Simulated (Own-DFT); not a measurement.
GaP (zincblende, strongly disordered by large displacements), InAs (zincblende, strongly disordered by large displacements) (calculated)

Computed with Own-DFT development build. A calculation, not a measurement: plane-wave PBE density functional theory by an unreviewed code, no spin, of a simulated periodic cell, stress positive in tension, free energy of the whole cell less one offset for each atom, forces on such cells passed a denser k mesh, this cell's mesh not checked; broken bonds can close the gap or carry spin, so checks made on this kind of crystal may not hold here; offsets are fitted by least squares, one for each functional and potential file, so energies compare only between cells with the same atoms and settings and are not formation energies; the far tail of each file's local potential was reset to the Coulomb form; each entry is a single point on an unrelaxed cell, so the pressure reflects the starting lattice, mostly measured values (interpolated for alloys), from which strain is counted, and rises with the displacements; printed positions are rounded, which can move forces by about a meV/angstrom; the program, named Own-DFT, is a retired in-house code; no spin-orbit coupling.

Common to all runs: functional PBE; potential files PseudoDojo norm-conserving, scalar-relativistic, standard set; wave cutoff 42 hartree; occupations Fermi-Dirac; smearing width 0.1 eV; k mesh 3 x 3 x 3 centred on Gamma.

```json
{"entry": 1, "formula": "GaP", "kind": "zincblende, strongly disordered by large displacements", "structure": {"cell_angstrom": [[10.901, 0.0, 0.0], [0.0, 10.901, 0.0], [0.0, 0.0, 10.901]], "atoms_fractional": [["Ga", 0.99331, 0.02947, 0.03481], ["Ga", 0.00812, 0.20254, 0.24911], ["Ga", 0.25806, 0.033, 0.25881], ["Ga", 0.25677, 0.26842, 0.928], ["P", 0.08446, 0.15203, 0.1089], ["P", 0.16271, 0.34504, 0.31828], ["P", 0.36102, 0.15361, 0.37506], ["P", 0.36548, 0.40043, 0.10075], ["Ga", 0.01933, 0.01981, 0.50936], ["Ga", 0.01303, 0.25913, 0.7601], ["Ga", 0.24234, 0.01407, 0.71878], ["Ga", 0.24077, 0.23624, 0.56822], ["P", 0.08392, 0.14738, 0.59647], ["P", 0.12404, 0.35804, 0.86599], ["P", 0.36275, 0.13656, 0.91519], ["P", 0.37472, 0.346, 0.64792], ["Ga", 0.02724, 0.54458, 0.03762], ["Ga", 0.96787, 0.79871, 0.30326], ["Ga", 0.22347, 0.48406, 0.24744], ["Ga", 0.24396, 0.8116, 0.00957], ["P", 0.16446, 0.67012, 0.18338], ["P", 0.12281, 0.89173, 0.40756], ["P", 0.3929, 0.65673, 0.39299], ["P", 0.43795, 0.84911, 0.1788], ["Ga", 0.06084, 0.54033, 0.48262], ["Ga", 0.05277, 0.77051, 0.81001], ["Ga", 0.22292, 0.51909, 0.78622], ["Ga", 0.26543, 0.74071, 0.48569], ["P", 0.07663, 0.67936, 0.58195], ["P", 0.07346, 0.93302, 0.84456], ["P", 0.37583, 0.57824, 0.86327], ["P", 0.35398, 0.90913, 0.65125], ["Ga", 0.52194, 0.03857, 0.94674], ["Ga", 0.56099, 0.25367, 0.26454], ["Ga", 0.75897, 0.03937, 0.22632], ["Ga", 0.74665, 0.2152, 0.00495], ["P", 0.6684, 0.10346, 0.10205], ["P", 0.61239, 0.36441, 0.37912], ["P", 0.86973, 0.11494, 0.39042], ["P", 0.82955, 0.36138, 0.16522], ["Ga", 0.48644, 0.9749, 0.46262], ["Ga", 0.53979, 0.22418, 0.78996], ["Ga", 0.74353, 0.98007, 0.74394], ["Ga", 0.7667, 0.26649, 0.49031], ["P", 0.65324, 0.1126, 0.64536], ["P", 0.61226, 0.35952, 0.88947], ["P", 0.82847, 0.15912, 0.87119], ["P", 0.87345, 0.39383, 0.56813], ["Ga", 0.4789, 0.51409, 0.05329], ["Ga", 0.57786, 0.7618, 0.16709], ["Ga", 0.74719, 0.48937, 0.23359], ["Ga", 0.71612, 0.74731, 0.95447], ["P", 0.66976, 0.62193, 0.17248], ["P", 0.58951, 0.84686, 0.37016], ["P", 0.89581, 0.57362, 0.38229], ["P", 0.91486, 0.91011, 0.12217], ["Ga", 0.48384, 0.50907, 0.47542], ["Ga", 0.50947, 0.78906, 0.74067], ["Ga", 0.71932, 0.45281, 0.72336], ["Ga", 0.73469, 0.72876, 0.48363], ["P", 0.61494, 0.61927, 0.5729], ["P", 0.60504, 0.89542, 0.82778], ["P", 0.8723, 0.58461, 0.87004], ["P", 0.90751, 0.91821, 0.63846]]}, "settings": {"hardware": "one NVIDIA H100"}, "results": {"free_energy_of_cell_above_offsets [eV]": "55.957", "pressure [GPa]": 23.46, "stress_xx [GPa]": -22.13, "stress_yy [GPa]": -30.79, "stress_zz [GPa]": -17.48, "stress_yz [GPa]": -4.21, "stress_xz [GPa]": 0.37, "stress_xy [GPa]": -0.33, "force_element": ["Ga", "Ga", "Ga", "Ga", "P", "P", "P", "P", "Ga", "Ga", "Ga", "Ga", "P", "P", "P", "P", "Ga", "Ga", "Ga", "Ga", "P", "P", "P", "P", "Ga", "Ga", "Ga", "Ga", "P", "P", "P", "P", "Ga", "Ga", "Ga", "Ga", "P", "P", "P", "P", "Ga", "Ga", "Ga", "Ga", "P", "P", "P", "P", "Ga", "Ga", "Ga", "Ga", "P", "P", "P", "P", "Ga", "Ga", "Ga", "Ga", "P", "P", "P", "P"], "force_x [eV/angstrom]": [-0.364, -6.003, -1.795, 1.438, 12.65, -4.484, 2.216, -7.166, -5.213, -5.444, -7.743, 3.461, 1.685, -5.154, 3.321, 2.192, -0.887, -0.048, 4.633, 0.788, -1.334, 2.721, 2.518, -11.56, 0.812, -2.681, -3.579, -4.818, 1.945, 1.961, 5.34, 7.989, 1.579, -5.36, 6.897, 0.343, -14.31, 3.483, -0.09, 7.583, -2.347, -3.129, 6.257, -3.068, -2.891, 2.014, 8.33, 3.338, 8.273, 3.868, 0.735, 1.743, -0.837, 2.89, -3.027, -7.388, -1.053, -7.848, 0.811, 4.157, -1.243, 3.638, 0.273, -1.021], "force_y [eV/angstrom]": [0.604, 5.076, -1.753, 3.144, 4.008, -8.782, 0.668, -8.685, -6.73, -2.728, 7.178, 1.43, 6.71, 7.871, -7.381, 2.398, -0.175, -1.72, 8.8, -0.5, 0.713, -0.903, -1.25, 7.355, -8.983, -12.87, -0.812, 3.212, 7.215, 11.1, 3.883, -7.979, -1.492, -8.331, -6.369, 13.76, -2.392, 8.021, -0.14, -9.922, 4.009, -2.947, 1.169, -3.707, 3.313, 4.957, -4.965, 3.472, 7.584, 2.78, -1.286, -0.907, 0.655, -1.366, 2.405, -9.637, -3.925, -9.246, 1.201, 2.58, -1.555, 3.564, 1.712, -3.108], "force_z [eV/angstrom]": [-10.95, 9.724, -1.171, 5.396, -5.516, 6.731, 1.412, 4.048, -5.491, -3.055, 5.41, -3.167, 7.609, 0.734, -2.292, 0.939, 0.057, -0.983, -4.778, 0.511, -1.173, -2.522, -5.293, -0.274, -4.308, -3.256, -3.496, 4.19, 6.74, 2.261, 1.887, -6.332, 2.561, -8.715, 9.358, 3.04, -0.992, 7.574, -1.195, -5.983, 2.707, -4.083, -0.447, -0.859, -3.983, 3.177, -10.35, 3.793, -3.914, -1.301, 9.664, 0.558, -5.647, -1.668, -1.383, 6.009, 1.204, -6.808, -0.484, -2.152, 6.152, 8.761, 0.265, 1.549], "wall_time [s]": 617.2}}
{"entry": 2, "formula": "GaP", "kind": "zincblende, strongly disordered by large displacements", "structure": {"cell_angstrom": [[10.901, 0.0, 0.0], [0.0, 10.901, 0.0], [0.0, 0.0, 10.901]], "atoms_fractional": [["Ga", 0.00833, 0.99039, 0.00325], ["Ga", 0.97612, 0.24069, 0.27197], ["Ga", 0.26377, 0.00789, 0.25032], ["Ga", 0.24551, 0.2503, 0.01605], ["P", 0.13133, 0.15195, 0.12621], ["P", 0.10577, 0.35899, 0.38385], ["P", 0.37244, 0.10051, 0.39501], ["P", 0.368, 0.35697, 0.15677], ["Ga", 0.0394, 0.0067, 0.52377], ["Ga", 0.98231, 0.22729, 0.76129], ["Ga", 0.28374, 0.99347, 0.73842], ["Ga", 0.22921, 0.24406, 0.49847], ["P", 0.1338, 0.15941, 0.61037], ["P", 0.10516, 0.33909, 0.87952], ["P", 0.38437, 0.11172, 0.88799], ["P", 0.39548, 0.38975, 0.58659], ["Ga", 0.00339, 0.49409, 0.992], ["Ga", 8e-05, 0.74214, 0.25134], ["Ga", 0.2426, 0.52352, 0.28504], ["Ga", 0.2461, 0.75835, 0.98075], ["P", 0.16176, 0.62635, 0.14933], ["P", 0.13882, 0.8807, 0.36587], ["P", 0.37544, 0.63743, 0.36872], ["P", 0.39814, 0.89098, 0.14556], ["Ga", 0.00276, 0.47863, 0.46982], ["Ga", 0.99704, 0.7513, 0.75025], ["Ga", 0.28455, 0.51822, 0.76265], ["Ga", 0.22482, 0.76324, 0.51362], ["P", 0.12976, 0.63826, 0.62853], ["P", 0.12871, 0.88269, 0.84756], ["P", 0.40391, 0.59439, 0.86153], ["P", 0.37792, 0.87534, 0.62864], ["Ga", 0.44329, 0.00668, 0.00971], ["Ga", 0.49648, 0.25415, 0.25775], ["Ga", 0.74995, 0.03355, 0.24127], ["Ga", 0.77508, 0.23957, 0.99562], ["P", 0.66342, 0.14357, 0.11871], ["P", 0.64798, 0.34705, 0.37994], ["P", 0.84287, 0.11651, 0.3702], ["P", 0.85281, 0.37836, 0.12376], ["Ga", 0.50078, 0.01456, 0.49912], ["Ga", 0.52427, 0.27141, 0.75034], ["Ga", 0.74721, 0.98786, 0.75073], ["Ga", 0.74807, 0.23394, 0.49515], ["P", 0.64978, 0.13541, 0.62184], ["P", 0.61068, 0.36843, 0.90834], ["P", 0.88136, 0.15467, 0.8678], ["P", 0.89071, 0.36976, 0.62972], ["Ga", 0.52414, 0.48624, 0.00102], ["Ga", 0.52079, 0.73532, 0.27279], ["Ga", 0.73164, 0.51304, 0.24202], ["Ga", 0.74832, 0.72124, 0.01981], ["P", 0.62492, 0.622, 0.16296], ["P", 0.59404, 0.86502, 0.35732], ["P", 0.91456, 0.61836, 0.36223], ["P", 0.84004, 0.84997, 0.12671], ["Ga", 0.48873, 0.50767, 0.48953], ["Ga", 0.49319, 0.72736, 0.75787], ["Ga", 0.71814, 0.51426, 0.75737], ["Ga", 0.74719, 0.74396, 0.50569], ["P", 0.63582, 0.63256, 0.60427], ["P", 0.62332, 0.86096, 0.85329], ["P", 0.86375, 0.64226, 0.87194], ["P", 0.90355, 0.87075, 0.64145]]}, "settings": {"hardware": "one NVIDIA H100"}, "results": {"free_energy_of_cell_above_offsets [eV]": "9.604", "pressure [GPa]": 13.72, "stress_xx [GPa]": -11.67, "stress_yy [GPa]": -14.3, "stress_zz [GPa]": -15.18, "stress_yz [GPa]": 3.5, "stress_xz [GPa]": 1.19, "stress_xy [GPa]": -1.41, "force_element": ["Ga", "Ga", "Ga", "Ga", "P", "P", "P", "P", "Ga", "Ga", "Ga", "Ga", "P", "P", "P", "P", "Ga", "Ga", "Ga", "Ga", "P", "P", "P", "P", "Ga", "Ga", "Ga", "Ga", "P", "P", "P", "P", "Ga", "Ga", "Ga", "Ga", "P", "P", "P", "P", "Ga", "Ga", "Ga", "Ga", "P", "P", "P", "P", "Ga", "Ga", "Ga", "Ga", "P", "P", "P", "P", "Ga", "Ga", "Ga", "Ga", "P", "P", "P", "P"], "force_x [eV/angstrom]": [-0.558, -0.05, -1.535, 2.722, -3.449, 4.549, -2.223, -1.261, -1.783, 8.455, -2.804, 7.94, -5.043, 2.666, -3.411, -4.501, -0.499, 2.061, 0.297, 1.025, -3.305, -1.68, -0.24, -1.326, -2.836, 1.843, -7.663, 2.487, -0.732, 0.192, 3.595, 2.452, 6.231, 2.324, -1.831, -1.378, -5.904, -3.249, 6.173, 2.297, 3.035, -1.352, 1.25, 3.372, -3.265, 6.156, -6.805, -1.812, -5.407, -5.717, 7.094, -2.09, -4.556, 6.429, -5.321, 3.816, 4.879, 2.004, 1.887, 3.677, -4.015, -0.695, 0.795, -3.407], "force_y [eV/angstrom]": [0.495, 0.578, 0.21, 1.881, -4.583, -2.052, 4.508, 3.116, -1.868, 6.41, 3.072, 4.97, -5.824, 2.926, 7.379, -5.064, 0.212, 3.277, -4.938, -0.405, 2.256, 0.324, 0.686, -4.074, 3.209, -2.604, -5.22, 1.163, -3.351, 0.309, 3.253, -2.898, -3.446, -2.178, -6.74, 3.071, 0.047, 4.504, 0.073, 1.208, -2.83, -1.047, 0.771, 2.427, -2.792, -5.169, -10.85, 0.701, 5.528, -3.533, -7.282, -0.019, 2.917, 8.396, -1.312, 3.793, 3.444, 3.132, -1.185, 3.373, -2.993, -0.368, -2.486, 3.495], "force_z [eV/angstrom]": [0.266, -2.312, -0.714, -3.03, 3.558, -3.968, -2.267, -2.088, -1.821, -10.31, 2.264, -6.345, 9.441, 0.307, -7.209, 5.699, 0.791, -2.774, 0.51, 1.268, -4.893, 0.049, 2.961, 1.488, 5.795, 1.931, -6.732, -1.311, 1.329, 1.535, 7.846, -2.59, 3.139, 1.513, -2.3, 0.612, -0.938, -2.319, 4.499, 0.63, 2.825, -1.546, -0.311, 1.567, 2.968, -5.214, 6.378, -0.576, 6.527, -3.809, 5.493, -2.306, -8.015, 6.224, 2.014, 2.297, -3.447, -2.97, 0.045, -3.148, 2.451, 2.648, 0.129, -3.74], "wall_time [s]": 551.6}}
{"entry": 3, "formula": "GaP", "kind": "zincblende, strongly disordered by large displacements", "structure": {"cell_angstrom": [[10.901, 0.0, 0.0], [0.0, 10.901, 0.0], [0.0, 0.0, 10.901]], "atoms_fractional": [["Ga", 0.02991, 0.99977, 0.01025], ["Ga", 0.98674, 0.25848, 0.24475], ["Ga", 0.2502, 0.01825, 0.2504], ["Ga", 0.25895, 0.26976, 0.01005], ["P", 0.12762, 0.12105, 0.13066], ["P", 0.11685, 0.37148, 0.38601], ["P", 0.33724, 0.13942, 0.36273], ["P", 0.37462, 0.38647, 0.10288], ["Ga", 0.97511, 0.99932, 0.51607], ["Ga", 0.99311, 0.26222, 0.74992], ["Ga", 0.22814, 0.99252, 0.70299], ["Ga", 0.23524, 0.23889, 0.46782], ["P", 0.11815, 0.1298, 0.60823], ["P", 0.10184, 0.373, 0.86653], ["P", 0.35374, 0.12339, 0.86485], ["P", 0.36459, 0.3672, 0.63273], ["Ga", 0.02958, 0.52666, 0.01858], ["Ga", 0.9894, 0.72471, 0.25049], ["Ga", 0.24486, 0.46569, 0.24637], ["Ga", 0.26755, 0.76039, 0.9968], ["P", 0.13271, 0.65816, 0.12695], ["P", 0.11385, 0.88632, 0.38965], ["P", 0.38593, 0.60383, 0.36009], ["P", 0.40938, 0.89042, 0.15087], ["Ga", 0.01737, 0.47839, 0.49498], ["Ga", 0.98081, 0.76374, 0.76987], ["Ga", 0.25921, 0.48885, 0.78063], ["Ga", 0.23875, 0.73847, 0.48294], ["P", 0.12958, 0.59378, 0.65111], ["P", 0.11704, 0.88446, 0.84783], ["P", 0.39518, 0.64933, 0.87115], ["P", 0.38889, 0.86685, 0.6407], ["Ga", 0.48319, 0.99234, 0.98681], ["Ga", 0.53124, 0.25865, 0.24464], ["Ga", 0.72763, 0.03735, 0.25362], ["Ga", 0.73324, 0.26932, 0.9803], ["P", 0.61293, 0.13167, 0.15217], ["P", 0.63224, 0.37226, 0.40705], ["P", 0.84752, 0.13468, 0.3892], ["P", 0.89118, 0.3758, 0.123], ["Ga", 0.5338, 0.99627, 0.51495], ["Ga", 0.47908, 0.2612, 0.7775], ["Ga", 0.73447, 0.98799, 0.72857], ["Ga", 0.74328, 0.26426, 0.49279], ["P", 0.62438, 0.11115, 0.65869], ["P", 0.61744, 0.37887, 0.87532], ["P", 0.82959, 0.14831, 0.88505], ["P", 0.83762, 0.38393, 0.64114], ["Ga", 0.49686, 0.49237, 0.03088], ["Ga", 0.55292, 0.77475, 0.25332], ["Ga", 0.73701, 0.49688, 0.27121], ["Ga", 0.76095, 0.7892, 0.99186], ["P", 0.61787, 0.61237, 0.16532], ["P", 0.62364, 0.88104, 0.38568], ["P", 0.88009, 0.64064, 0.36152], ["P", 0.86677, 0.87714, 0.12197], ["Ga", 0.50205, 0.47168, 0.50537], ["Ga", 0.50878, 0.76741, 0.77536], ["Ga", 0.75349, 0.51347, 0.73548], ["Ga", 0.75665, 0.74913, 0.49154], ["P", 0.61915, 0.63602, 0.60705], ["P", 0.66654, 0.84989, 0.85596], ["P", 0.87727, 0.62682, 0.83626], ["P", 0.87701, 0.86093, 0.61737]]}, "settings": {"hardware": "one NVIDIA H100"}, "results": {"free_energy_of_cell_above_offsets [eV]": "1.351", "pressure [GPa]": 11.52, "stress_xx [GPa]": -11.14, "stress_yy [GPa]": -12.53, "stress_zz [GPa]": -10.9, "stress_yz [GPa]": -0.77, "stress_xz [GPa]": -0.83, "stress_xy [GPa]": 1.89, "force_element": ["Ga", "Ga", "Ga", "Ga", "P", "P", "P", "P", "Ga", "Ga", "Ga", "Ga", "P", "P", "P", "P", "Ga", "Ga", "Ga", "Ga", "P", "P", "P", "P", "Ga", "Ga", "Ga", "Ga", "P", "P", "P", "P", "Ga", "Ga", "Ga", "Ga", "P", "P", "P", "P", "Ga", "Ga", "Ga", "Ga", "P", "P", "P", "P", "Ga", "Ga", "Ga", "Ga", "P", "P", "P", "P", "Ga", "Ga", "Ga", "Ga", "P", "P", "P", "P"], "force_x [eV/angstrom]": [-2.813, 1.056, -1.039, -3.253, 0.038, 0.914, 8.471, -2.427, 1.053, -2.609, 1.923, -1.948, -1.918, 2.922, -0.589, 0.055, -2.27, 3.388, 0.638, 0.195, 2.038, 0.134, -0.707, -2.279, -4.026, 2.398, 0.464, 0.897, -0.7, 1.535, -2.274, -0.954, 0.944, -4.756, 3.972, -0.192, -0.636, -3.29, 3.154, -2.656, -3.352, 0.332, 5.188, 3.153, -3.609, -1.672, 5.217, 4.981, 5.046, -3.779, 2.891, 2.378, 0.209, 3.656, -3.86, 2.557, -2.854, 0.861, -4.744, -0.39, -0.528, -4.568, -0.974, -0.993], "force_y [eV/angstrom]": [-1.041, -2.284, -4.312, -3.666, 2.892, -2.105, -1.101, -3.121, 1.406, -2.073, -0.469, 2.707, 1.41, 1.807, -0.677, -0.418, -1.871, 5.802, 2.615, 1.281, -1.145, -0.544, 0.468, -0.679, 4.661, 0.913, 0.587, -1.224, 2.026, 0.645, -4.175, 0.747, 0.803, 4.762, -4.682, 1.419, -1.488, 2.228, -1.105, 2.524, 0.812, -0.913, -2.323, -3.934, 5.934, 3.586, -5.189, -4.699, 5.575, -2.26, -0.776, -5.385, -0.037, 1.89, -5.417, 2.222, 3.388, 0.054, 3.264, -0.192, -0.821, 3.274, -1.944, 0.366], "force_z [eV/angstrom]": [-1.761, 1.982, -0.776, -3.021, -0.014, -4.949, -1.297, 5.408, -1.761, -1.449, 1.465, 5.899, 0.3, 3.752, 1.015, -0.455, -2.146, -3.355, 0.606, 0.145, 0.316, -1.584, 0.441, -1.007, 4.618, -2.902, -1.038, 1.28, -1.856, 2.412, 2.989, -2.439, -0.573, 4.214, 2.825, 5.248, -8.97, -5.978, -0.974, -1.456, 1.501, -1.424, 2.149, 5.755, -3.372, -0.487, -3.636, -4.168, -4.373, -1.953, 0.122, 3.343, -3.501, 1.334, 5.041, 2.877, 1.672, -3.197, 1.656, 0.025, 1.03, -2.452, 5.731, 1.173], "wall_time [s]": 569.9}}
{"entry": 4, "formula": "InAs", "kind": "zincblende, strongly disordered by large displacements", "structure": {"cell_angstrom": [[12.1166, 0.0, 0.0], [0.0, 12.1166, 0.0], [0.0, 0.0, 12.1166]], "atoms_fractional": [["In", 0.04232, 0.96373, 0.00956], ["In", 0.01789, 0.26182, 0.2632], ["In", 0.22436, 0.0025, 0.21399], ["In", 0.26742, 0.25195, 0.99613], ["As", 0.11492, 0.14554, 0.15463], ["As", 0.14322, 0.35832, 0.37347], ["As", 0.36055, 0.11993, 0.33492], ["As", 0.38427, 0.33697, 0.11318], ["In", 0.01086, 0.01751, 0.46218], ["In", 0.98604, 0.21833, 0.75373], ["In", 0.27662, 0.97988, 0.70896], ["In", 0.23055, 0.21494, 0.5127], ["As", 0.08744, 0.1539, 0.61129], ["As", 0.13841, 0.36015, 0.8977], ["As", 0.39188, 0.13855, 0.91628], ["As", 0.3623, 0.39907, 0.59957], ["In", 0.01014, 0.48913, 0.04169], ["In", 0.99147, 0.77861, 0.22321], ["In", 0.26279, 0.53246, 0.23911], ["In", 0.28798, 0.77106, 0.00496], ["As", 0.13238, 0.67809, 0.15088], ["As", 0.07519, 0.8835, 0.34983], ["As", 0.35905, 0.62775, 0.38234], ["As", 0.36933, 0.89608, 0.11803], ["In", 0.02375, 0.48373, 0.5085], ["In", 0.97673, 0.73202, 0.70193], ["In", 0.2429, 0.55077, 0.73053], ["In", 0.26495, 0.74422, 0.49327], ["As", 0.12315, 0.61029, 0.60247], ["As", 0.15702, 0.90352, 0.88044], ["As", 0.35602, 0.65614, 0.8641], ["As", 0.36347, 0.83447, 0.63127], ["In", 0.47439, 0.98288, 0.97068], ["In", 0.47935, 0.22542, 0.23946], ["In", 0.76726, 0.99667, 0.30883], ["In", 0.78433, 0.26284, 0.01941], ["As", 0.58475, 0.13839, 0.1128], ["As", 0.62955, 0.34084, 0.37496], ["As", 0.88199, 0.1632, 0.35397], ["As", 0.92538, 0.3967, 0.17564], ["In", 0.51935, 0.02899, 0.54226], ["In", 0.52989, 0.24126, 0.77872], ["In", 0.7601, 0.02801, 0.73196], ["In", 0.71347, 0.20304, 0.46146], ["As", 0.62227, 0.12825, 0.65936], ["As", 0.63882, 0.37299, 0.85109], ["As", 0.88527, 0.09937, 0.85012], ["As", 0.83978, 0.38846, 0.60415], ["In", 0.47098, 0.51266, 0.98566], ["In", 0.48925, 0.76154, 0.22135], ["In", 0.74408, 0.48203, 0.31347], ["In", 0.72093, 0.68851, 0.93218], ["As", 0.67433, 0.6371, 0.11135], ["As", 0.61275, 0.89722, 0.33977], ["As", 0.91418, 0.64731, 0.4335], ["As", 0.88361, 0.88341, 0.08197], ["In", 0.4728, 0.48348, 0.47551], ["In", 0.56014, 0.75525, 0.74431], ["In", 0.79612, 0.49219, 0.77756], ["In", 0.73729, 0.70741, 0.48771], ["As", 0.6583, 0.63392, 0.64248], ["As", 0.61603, 0.84236, 0.92505], ["As", 0.8865, 0.62993, 0.86465], ["As", 0.8554, 0.93322, 0.60749]]}, "settings": {"hardware": "one NVIDIA H200"}, "results": {"free_energy_of_cell_above_offsets [eV]": "25.943", "pressure [GPa]": 14.24, "stress_xx [GPa]": -14.77, "stress_yy [GPa]": -14.22, "stress_zz [GPa]": -13.74, "stress_yz [GPa]": -2.42, "stress_xz [GPa]": 1.8, "stress_xy [GPa]": 1.29, "force_element": ["In", "In", "In", "In", "As", "As", "As", "As", "In", "In", "In", "In", "As", "As", "As", "As", "In", "In", "In", "In", "As", "As", "As", "As", "In", "In", "In", "In", "As", "As", "As", "As", "In", "In", "In", "In", "As", "As", "As", "As", "In", "In", "In", "In", "As", "As", "As", "As", "In", "In", "In", "In", "As", "As", "As", "As", "In", "In", "In", "In", "As", "As", "As", "As"], "force_x [eV/angstrom]": [-1.355, 1.003, 0.699, -5.178, 0.785, 2.147, -2.731, 1.198, -2.023, 0.519, -2.738, 4.865, -0.043, -2.411, 0.958, -2.513, 3.271, -5.433, -1.336, -4.002, 2.979, 5.634, 3.925, 1.258, -2.718, -0.279, 2.599, -4.432, -0.221, 2.912, 2.451, 4.44, 2.87, 2.253, 2.913, -0.601, 3.941, -5.698, -1.508, -6.447, -3.835, -4.867, -1.735, 1.889, 0.837, 1.957, -0.081, 1.239, 1.134, 1.223, 2.833, 0.254, -2.258, -2.898, 1.088, -3.729, 3.724, -3.401, -1.994, -0.726, -0.2, -1.313, 5.854, 3.052], "force_y [eV/angstrom]": [3.59, -0.28, -2.074, -0.749, -0.707, 2.745, -2.674, 6.345, 2.767, 5.977, 4.269, 2.318, -3.848, 2.085, 0.764, -2.872, 3.238, -1.467, -2.654, -1.567, -3.386, -0.27, -0.428, 1.528, -4.591, 1.968, -3.346, 1.966, 4.8, -2.146, -1.315, -1.217, -2.087, 3.105, 1.099, -0.457, -2.474, 2.385, -2.218, 1.023, -3.734, 0.077, -1.743, -2.874, 2.625, 3.504, -1.161, -1.226, -0.71, -1.381, 3.278, -0.947, -1.627, -2.207, 0.102, -0.806, 0.846, 2.562, -3.274, 3.196, -4.549, 4.105, 1.302, -4.504], "force_z [eV/angstrom]": [2.066, 1.108, 2.467, 0.729, -5.343, 1.524, 5.081, 1.372, 3.128, 0.729, 2.56, -3.03, -0.574, -2.445, -4.971, 3.917, -4.17, -0.805, -1.629, -0.994, -2.945, 1.83, -2.582, 2.974, -2.051, -0.545, 3.091, -0.03, -0.537, -4.15, -1.279, 0.277, 1.053, 2.655, -2.367, -0.307, -3.485, -1.71, 1.645, 0.965, -4.748, 0.517, 3.008, 3.906, -1.518, 3.409, 7.186, -0.618, 0.23, 0.486, -1.898, -0.049, 4.161, 2.425, -2.596, 1.183, -1.74, 1.318, -2.747, -2.329, 0.258, -0.904, 1.898, -4.063], "wall_time [s]": 1221.0}}
```
